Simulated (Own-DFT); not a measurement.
# Response to strain: zincblende InP, 96 atoms (In48P48)

All numbers below are calculated, not measured. They come from Own-DFT, an in-house plane-wave density functional program, since retired, whose code no person has reviewed. Each row is one single-point run on a periodic cell that was not relaxed, without spin or spin-orbit coupling.

Settings of every run: PBE; PseudoDojo norm-conserving scalar-relativistic files; cutoff 36 hartree; 2 x 3 x 3 k mesh centred on Gamma; Fermi-Dirac smearing of 0.1 eV.

Known limits: forces not confirmed at this smearing and k mesh; stress not checked against mesh or cutoff.

Unstrained cell vectors in Å: (17.606, 0.000, 0.000); (0.000, 11.737, 0.000); (0.000, 0.000, 11.737). The unstrained cell has measured lattice constants (interpolated for alloys), not those of this functional. That, the random moves and any unrelaxed bonds set the pressure at no strain. Each run strains this cell uniformly, with the atoms carried along. Every atom was also moved at random, by a Gaussian of width 0.05 Å on each axis. Strain is the symmetric tensor, in per cent. Stress is positive in tension, and the pressure is minus a third of its trace.

```
run,e_xx (%),e_yy (%),e_zz (%),e_yz (%),e_xz (%),e_xy (%),s_xx (GPa),s_yy (GPa),s_zz (GPa),s_yz (GPa),s_xz (GPa),s_xy (GPa),P (GPa),E (meV/atom)
1,0.29,0.92,-0.84,-1.51,1.32,-1.14,-3.44,-3.29,-3.94,-1.74,2.07,-1.27,3.56,23.3
2,0.81,1.46,1.99,-0.19,-0.14,1.67,-0.96,-0.79,-0.54,-0.51,0.02,2.05,0.77,0.0
3,-0.49,0.49,-1.14,-0.15,-1.77,0.46,-4.72,-4.28,-4.88,-0.37,-3.03,0.74,4.63,25.2
4,1.87,-1.91,-1.68,1.44,0.76,-1.50,-4.16,-5.64,-5.61,2.26,1.20,-2.71,5.14,38.6
5,1.84,-1.79,1.72,0.26,1.92,-1.70,-2.09,-3.41,-2.12,0.39,2.55,-2.44,2.54,15.2
6,-0.17,0.93,0.86,0.17,-1.53,0.87,-2.76,-2.29,-2.34,-0.02,-1.72,0.86,2.47,9.1
7,0.13,-2.00,-1.74,0.91,1.40,1.74,-6.16,-7.11,-6.99,0.72,2.45,2.63,6.75,55.8
8,1.34,1.35,-0.45,1.21,0.00,0.24,-1.90,-1.94,-2.56,1.97,0.17,-0.10,2.13,6.9
9,-1.22,-0.38,1.29,-1.01,-1.00,0.55,-4.28,-3.97,-3.38,-1.31,-1.51,0.78,3.88,16.9
10,-1.46,-1.15,1.05,0.92,-0.37,1.05,-5.24,-5.14,-4.15,1.37,-0.75,1.28,4.84,28.2
11,0.96,1.19,1.59,-0.29,-1.36,-1.61,-1.22,-1.18,-0.92,-0.33,-1.43,-1.84,1.11,3.3
12,0.15,-0.37,-0.71,-0.40,0.56,-0.36,-4.23,-4.48,-4.52,-0.30,1.03,-1.39,4.41,23.3
13,-1.49,-1.53,1.57,-1.16,0.14,1.14,-5.27,-5.28,-4.08,-2.17,1.11,2.00,4.88,31.6
14,0.65,1.28,-1.00,1.18,0.49,-1.83,-2.93,-2.72,-3.66,1.52,0.64,-2.24,3.10,20.9
15,-1.60,-1.34,1.38,0.07,-1.30,0.53,-5.41,-5.21,-4.11,-0.15,-1.71,0.95,4.91,30.7
16,0.07,-1.37,-0.33,1.81,-1.73,-0.33,?,?,?,?,?,?,?,?
```

E is the free energy for each atom above the lowest run shown.

## Worked fit

Each stress component was fitted by least squares to a constant and the strains of the runs shown, as fractions, with shears doubled. Shear strains stay in the fit of a normal stress only where such slopes are resolved. The slopes, in GPa:

```
stress  at no strain  per e_xx  per e_yy  per e_zz  scatter
  s_xx          -3.8    96 ± 2    64 ± 2    61 ± 2     0.09
  s_yy          -3.8    57 ± 3   101 ± 3    63 ± 3     0.12
  s_zz          -3.8    55 ± 3    64 ± 2   102 ± 2     0.11
```

Each shear stress against twice its own strain: yz 69 ± 6, xz 73 ± 7, xy 64 ± 6 GPa. These are stiffnesses along x, y and z of the frame in which the cell vectors are given, which need not be the crystal's axes. The atoms are held to the strained lattice; where symmetry lets them move under strain, relaxing them would lower some slopes. The table should be nearly symmetric about its diagonal, and what it lacks of that shows the noise. A ninth of its sum, 74 ± 1 GPa, estimates the bulk modulus near the mean pressure of these runs, 3.7 GPa, so it lies above the value at zero pressure.

## Withheld run

Question: what normal stresses and pressure should run 16 give?

The fit gives s_xx = -4.8, s_yy = -5.4, s_zz = -5.0 and P = 5.0 GPa. The calculation gave -4.92, -5.45, -5.08 and P = 5.15 GPa.
